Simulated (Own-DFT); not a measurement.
# One host, several defects: grey tin

No measurement is shown. These are fixed-geometry runs of a retired plane-wave code named Own-DFT, which no person has reviewed; spin and spin-orbit coupling are neglected.

Method: PBE; PseudoDojo norm-conserving scalar-relativistic files; cutoff 42 hartree; 3 x 3 x 3 k mesh centred on Gamma; cold (Marzari-Vanderbilt) smearing of 0.2 eV.

Limits (not all hold for every row): not probed for a lower state with spin; forces on such cells moved up to 12 meV/angstrom on a denser k mesh; stress not checked against mesh or cutoff.

All runs share one cell, with vectors in Å (12.978, 0.000, 0.000); (0.000, 12.978, 0.000); (0.000, 0.000, 12.978) and a volume of 2185.9 Å³. Atoms were moved at random from their sites; u is the rms move along one axis. The defect's site can differ from row to row.

| cell | formula | u (Å) | P (GPa) |
|---|---|---|---|
| no defect | Sn64 | 0.0212 | 3.39 |
| no defect | Sn64 | 0.0493 | 3.62 |
| no defect | Sn64 | 0.0515 | 3.64 |
| two Sn vacancies | Sn62 | 0.0284 | 3.11 |
| two Sn vacancies | Sn62 | 0.0478 | 3.31 |
| two Sn vacancies | Sn62 | 0.0494 | 3.31 |
| one Sn vacancy | Sn63 | 0.0273 | 3.21 |
| one Sn vacancy | Sn63 | 0.0326 | ? |
| one Sn vacancy | Sn63 | 0.0475 | 3.42 |
| one Sn vacancy | Sn63 | 0.0498 | 3.40 |

## Worked fit

P = P0 + c u² + a shift for each defect gives P0 = 3.33 GPa, c = 119 ± 7 GPa/Å² and a scatter of 0.02 GPa. The shifts, and each times the cell's volume:

- one Sn vacancy: -0.20 ± 0.01 GPa, -2.8 eV
- two Sn vacancies: -0.30 ± 0.01 GPa, -4.1 eV (-2.1 eV for each of its 2 sites)

Against the defect-free cell, a freed cell would be larger where the shift is positive and smaller where it is negative (160.2 GPa Å³ is 1 eV). The atoms around the defects weren't relaxed, which would change these numbers.

## Withheld run

The question: what pressure belongs in the blank (one Sn vacancy, u = 0.0326 Å)?

The fitted form gives 3.25 ± 0.02 GPa. The run itself gave 3.24 GPa.
